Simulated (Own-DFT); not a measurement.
# Strain and stress in diamond-structure SiGeSn with randomly placed atoms, 64 atoms (Ge40Si16Sn8)

These are calculations, not measurements. They come from Own-DFT, an in-house plane-wave density functional program, since retired, whose code no person has reviewed. Each row is one single-point run on a periodic cell that was not relaxed, without spin or spin-orbit coupling.

Settings of every run: PBE; PseudoDojo norm-conserving scalar-relativistic files; cutoff 49 hartree; 3 x 3 x 3 k mesh centred on Gamma; Fermi-Dirac smearing of 0.1 eV.

Known limits: forces on such cells moved up to 12 meV/angstrom on a denser k mesh; stress not checked against mesh or cutoff.

Unstrained cell vectors in Å: (11.410, 0.000, 0.000); (0.000, 11.410, 0.000); (0.000, 0.000, 11.410). The unstrained cell has measured lattice constants (interpolated for alloys), not those of this functional. That, the random moves and any unrelaxed bonds set the pressure at no strain. Each run strains this cell uniformly, with the atoms carried along. Every atom was also moved at random, by a Gaussian of width 0.05 Å on each axis. The random placing of the alloy's atoms differs from row to row. Strain is the symmetric tensor, in per cent. Stress is positive in tension, and the pressure is minus a third of its trace.

```
run,e_xx (%),e_yy (%),e_zz (%),s_xx (GPa),s_yy (GPa),s_zz (GPa),P (GPa),E (meV/atom)
1,2.00,2.00,0.00,-1.64,-1.53,-2.82,2.00,11.1
2,-1.75,-1.75,0.00,-8.36,-8.22,-7.07,7.88,57.0
3,-1.25,-1.25,0.00,-7.26,-7.17,-6.49,6.97,45.3
4,-0.50,-0.50,0.00,-5.86,-5.85,-5.46,5.72,36.8
5,-2.75,-2.75,0.00,-10.70,-10.75,-8.59,10.02,92.2
6,0.50,0.50,0.00,-3.91,-3.96,-4.15,4.00,13.6
7,2.75,2.75,0.00,-0.45,-0.38,-1.94,0.92,0.0
8,-2.25,-2.25,0.00,-9.22,-9.12,-7.77,8.70,57.2
9,2.50,2.50,0.00,?,?,?,?,?
```

E is the free energy for each atom above the lowest run shown.

## Worked fit

The change of volume is close to e_xx + e_yy + e_zz. A straight line through the runs shown gives P = 5.15 - 81 x (fractional change of volume) GPa, with an error of 3 on the slope and a scatter of 0.30 GPa. The strain isn't the same on all axes, but the crystal is cubic, so the slope still estimates the bulk modulus, averaged over pressures from 0.9 to 10.0 GPa.

## Withheld run

Question: what pressure should run 9 give? Its volume changes by 5.06 %.

The line gives 1.1 GPa. The calculation gave 1.11 GPa.
